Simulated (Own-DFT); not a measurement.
# Strain and stress in hcp Ru, 36 atoms (Ru36)

Calculated results; nothing here was measured. The program, named Own-DFT, is a retired in-house plane-wave density functional code that no person has reviewed. Each row is one single-point run on a periodic cell that was not relaxed, without spin or spin-orbit coupling.

Settings of every run: PBE; PseudoDojo norm-conserving scalar-relativistic files; cutoff 50 hartree; 5 x 5 x 4 k mesh centred on Gamma; cold (Marzari-Vanderbilt) smearing of 0.2 eV.

Known limits: forces on such cells failed a check on a denser k mesh; stress not checked against mesh or cutoff.

Unstrained cell vectors in Å: (8.118, 0.000, 0.000); (-4.059, 7.030, 0.000); (0.000, 0.000, 8.563). The unstrained cell has measured lattice constants (interpolated for alloys), not those of this functional. That, the random moves and any unrelaxed bonds set the pressure at no strain. Each run strains this cell uniformly, with the atoms carried along. Every atom was also moved at random, by a Gaussian of width 0.05 Å on each axis. Strain is the symmetric tensor, in per cent. Stress is positive in tension, and the pressure is minus a third of its trace.

| run | e_xx (%) | e_yy (%) | e_zz (%) | e_yz (%) | e_xz (%) | e_xy (%) | s_xx (GPa) | s_yy (GPa) | s_zz (GPa) | s_yz (GPa) | s_xz (GPa) | s_xy (GPa) | P (GPa) | E (meV/atom) |
|---|---|---|---|---|---|---|---|---|---|---|---|---|---|---|
| 1 | 1.15 | 0.77 | 0.74 | -0.97 | 1.83 | 0.03 | 2.08 | 0.51 | 0.39 | -3.31 | 6.61 | 0.43 | -0.99 | 6.3 |
| 2 | 0.58 | 1.86 | -0.77 | -1.43 | 1.54 | -0.32 | -3.15 | 1.95 | -8.76 | -5.44 | 5.75 | -0.91 | 3.32 | 27.9 |
| 3 | -0.82 | -0.97 | -1.18 | 0.02 | 0.59 | -0.66 | -17.31 | -18.00 | -19.51 | 0.03 | 2.65 | -2.89 | 18.28 | 37.2 |
| 4 | -1.98 | -0.21 | 0.20 | 0.83 | 1.14 | -1.71 | -21.83 | -14.45 | -12.63 | 3.12 | 4.82 | -7.42 | 16.31 | 71.0 |
| 5 | 0.42 | 1.11 | 0.09 | -1.17 | -0.54 | 0.19 | -2.21 | 0.05 | -4.14 | -4.24 | -1.70 | 0.57 | 2.10 | 0.0 |
| 6 | -0.73 | 0.36 | -0.52 | 0.27 | 0.71 | -0.79 | -12.55 | -7.81 | -12.34 | 1.14 | 2.79 | -2.77 | 10.90 | 23.5 |
| 7 | -1.85 | -0.41 | -1.73 | -1.54 | -0.24 | -1.81 | -25.84 | -19.46 | -26.97 | -7.53 | -1.36 | -8.74 | 24.09 | 93.9 |
| 8 | -1.84 | 0.21 | -1.14 | 1.76 | 0.49 | 0.29 | -21.54 | -12.06 | -20.54 | 7.63 | 1.64 | 1.18 | 18.05 | 47.9 |
| 9 | 1.63 | 0.33 | 0.89 | -0.86 | 1.09 | -1.84 | 3.10 | -0.78 | 1.67 | -2.87 | 3.39 | -6.73 | -1.33 | 13.1 |
| 10 | -1.46 | -0.52 | 1.80 | -0.86 | 0.94 | -1.12 | -15.90 | -10.33 | 0.27 | -2.84 | 3.30 | -5.15 | 8.65 | 36.0 |
| 11 | -0.60 | -0.14 | 1.37 | -0.17 | 1.34 | -1.31 | -8.77 | -7.43 | 0.11 | -0.42 | 4.74 | -5.60 | 5.36 | 15.4 |
| 12 | 1.17 | -0.06 | -0.13 | 1.13 | -1.81 | 1.47 | -1.09 | -6.54 | -6.59 | 4.41 | -6.55 | 5.65 | 4.74 | 19.3 |
| 13 | 0.16 | 1.31 | 0.34 | -0.26 | 1.62 | 0.16 | -2.98 | 0.85 | -2.46 | -1.06 | 5.85 | 1.05 | 1.53 | 1.3 |
| 14 | 1.23 | 0.56 | 0.28 | 0.35 | 1.50 | 0.92 | 0.48 | -2.24 | -3.92 | 1.69 | 4.72 | 3.23 | 1.89 | 29.5 |
| 15 | 0.48 | -1.20 | 0.08 | 0.55 | 0.07 | 1.89 | -7.37 | -14.07 | -8.27 | 1.93 | -0.26 | 9.01 | 9.90 | 21.3 |
| 16 | -0.33 | -2.00 | 1.36 | -0.94 | 1.25 | -1.41 | ? | ? | ? | ? | ? | ? | ? | ? |

E is the free energy for each atom above the lowest run shown.

## Worked fit

Each stress component was fitted by least squares to a constant and the strains of the runs shown, as fractions, with shears doubled. Shear strains stay in the fit of a normal stress only where such slopes are resolved. The slopes, in GPa:

| stress | at no strain | per e_xx | per e_yy | per e_zz | scatter |
|---|---|---|---|---|---|
| s_xx | -8.4 | 636 ± 24 | 215 ± 34 | 203 ± 28 | 0.96 |
| s_yy | -8.2 | 212 ± 19 | 602 ± 27 | 218 ± 22 | 0.76 |
| s_zz | -8.4 | 229 ± 21 | 184 ± 30 | 715 ± 25 | 0.85 |

Each shear stress against twice its own strain: yz 209 ± 8, xz 178 ± 8, xy 209 ± 12 GPa. These are stiffnesses along x, y and z of the frame in which the cell vectors are given, which need not be the crystal's axes. The atoms are held to the strained lattice; where symmetry lets them move under strain, relaxing them would lower some slopes. The table should be nearly symmetric about its diagonal, and what it lacks of that shows the noise. A ninth of its sum, 357 ± 9 GPa, estimates the bulk modulus near the mean pressure of these runs, 8.2 GPa, so it lies above the value at zero pressure.

## Withheld run

Question: what normal stresses and pressure should run 16 give?

The fit gives s_xx = -12.1, s_yy = -18.0, s_zz = -3.1 and P = 11.1 GPa. The calculation gave -12.36, -19.30, -3.70 and P = 11.79 GPa.
